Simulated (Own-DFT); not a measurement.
# Strain and stress in C40 NbSi2, 36 atoms (Nb12Si24)

These are calculations, not measurements. They come from Own-DFT, an in-house plane-wave density functional program, since retired, whose code no person has reviewed. Each row is one single-point run on a periodic cell that was not relaxed, without spin or spin-orbit coupling.

Settings of every run: PBEsol; PseudoDojo norm-conserving scalar-relativistic files, made for PBE; cutoff 42 hartree; 4 x 4 x 5 k mesh centred on Gamma; cold (Marzari-Vanderbilt) smearing of 0.2 eV.

Known limits: forces on such cells failed a check on a denser k mesh; stress not checked against mesh or cutoff.

Unstrained cell vectors in Å: (0.000, 8.324, 0.000); (-9.613, 0.000, 0.000); (0.000, 0.000, 6.586). The unstrained cell was taken from the Materials Project. The random moves and any unrelaxed bonds add to the pressure at no strain. Each run strains this cell uniformly, with the atoms carried along. Every atom was also moved at random, by a Gaussian of width 0.05 Å on each axis. Strain is the symmetric tensor, in per cent. Stress is positive in tension, and the pressure is minus a third of its trace.

```
run,e_xx (%),e_yy (%),e_zz (%),e_yz (%),e_xz (%),e_xy (%),s_xx (GPa),s_yy (GPa),s_zz (GPa),s_yz (GPa),s_xz (GPa),s_xy (GPa),P (GPa),E (meV/atom)
1,1.07,-1.79,-1.66,0.82,-1.56,-1.38,2.57,-6.77,-10.24,2.70,-6.22,-4.61,4.82,32.8
2,-0.38,1.96,-1.58,-0.03,-1.03,1.59,0.18,6.73,-5.71,-0.20,-3.06,4.41,-0.40,1.5
3,-0.39,-1.87,1.12,-0.38,1.13,-1.02,0.35,-5.59,3.08,-0.83,3.13,-3.65,0.72,0.0
4,1.12,-0.36,1.76,-1.64,-0.64,1.74,5.67,2.09,7.69,-4.45,-1.46,4.94,-5.15,15.7
5,1.65,-1.75,-0.66,-0.44,0.60,-0.29,5.86,-5.13,-3.24,-0.87,1.76,-0.95,0.84,8.4
6,0.55,-1.55,-1.86,0.39,-1.04,0.13,1.13,-6.78,-10.63,1.46,-3.11,0.53,5.43,20.5
7,0.51,-1.29,0.88,1.14,-1.87,0.14,2.84,-1.80,2.68,3.43,-5.79,0.34,-1.24,7.1
8,-1.24,1.19,-1.99,1.64,-0.61,0.14,-5.38,3.34,-11.38,5.64,-2.01,0.80,4.47,40.7
9,-0.28,-1.81,-0.96,-1.05,-0.97,-1.50,-2.87,-6.68,-6.77,-3.44,-3.58,-4.94,5.44,18.9
10,-1.56,1.85,-0.31,0.48,0.91,0.50,-3.39,5.95,-2.31,1.15,2.90,2.21,-0.08,21.0
11,1.28,0.78,-1.95,-0.98,-1.01,-1.12,4.63,4.18,-7.85,-3.62,-3.89,-3.39,-0.32,8.3
12,1.36,-0.07,-0.39,0.31,1.30,0.79,5.69,1.49,-1.34,1.16,4.09,2.38,-1.94,11.1
13,-1.29,-0.57,0.20,1.30,-1.07,-1.72,-4.36,-2.16,-1.57,3.74,-3.60,-4.99,2.70,24.9
14,-0.13,0.16,0.37,1.62,0.34,-0.48,1.06,2.42,1.46,4.23,1.27,-1.29,-1.65,3.3
15,1.88,1.40,1.41,1.44,0.31,-0.26,9.14,7.97,7.90,3.62,0.81,-0.02,-8.34,23.8
16,-0.45,1.44,0.33,-0.25,1.91,-1.01,?,?,?,?,?,?,?,?
```

E is the free energy for each atom above the lowest run shown.

## Worked fit

Each stress component was fitted by least squares to a constant and the strains of the runs shown, as fractions, with shears doubled. Shear strains stay in the fit of a normal stress only where such slopes are resolved. The slopes, in GPa:

| stress | at no strain | per e_xx | per e_yy | per e_zz | scatter |
|---|---|---|---|---|---|
| s_xx | 1.0 | 364 ± 17 | 55 ± 13 | 76 ± 14 | 0.67 |
| s_yy | 1.0 | 73 ± 16 | 377 ± 12 | 82 ± 13 | 0.64 |
| s_zz | -0.8 | 86 ± 18 | 82 ± 14 | 470 ± 15 | 0.74 |

Each shear stress against twice its own strain: yz 153 ± 5, xz 158 ± 4, xy 148 ± 5 GPa. These are stiffnesses along x, y and z of the frame in which the cell vectors are given, which need not be the crystal's axes. The atoms are held to the strained lattice; where symmetry lets them move under strain, relaxing them would lower some slopes. The table should be nearly symmetric about its diagonal, and what it lacks of that shows the noise. A ninth of its sum, 185 ± 8 GPa, estimates the bulk modulus near the mean pressure of these runs, 0.4 GPa.

## Withheld run

Question: what normal stresses and pressure should run 16 give?

The fit gives s_xx = 0.3, s_yy = 6.4, s_zz = 1.5 and P = -2.7 GPa. The calculation gave 1.03, 6.23, 1.61 and P = -2.96 GPa.
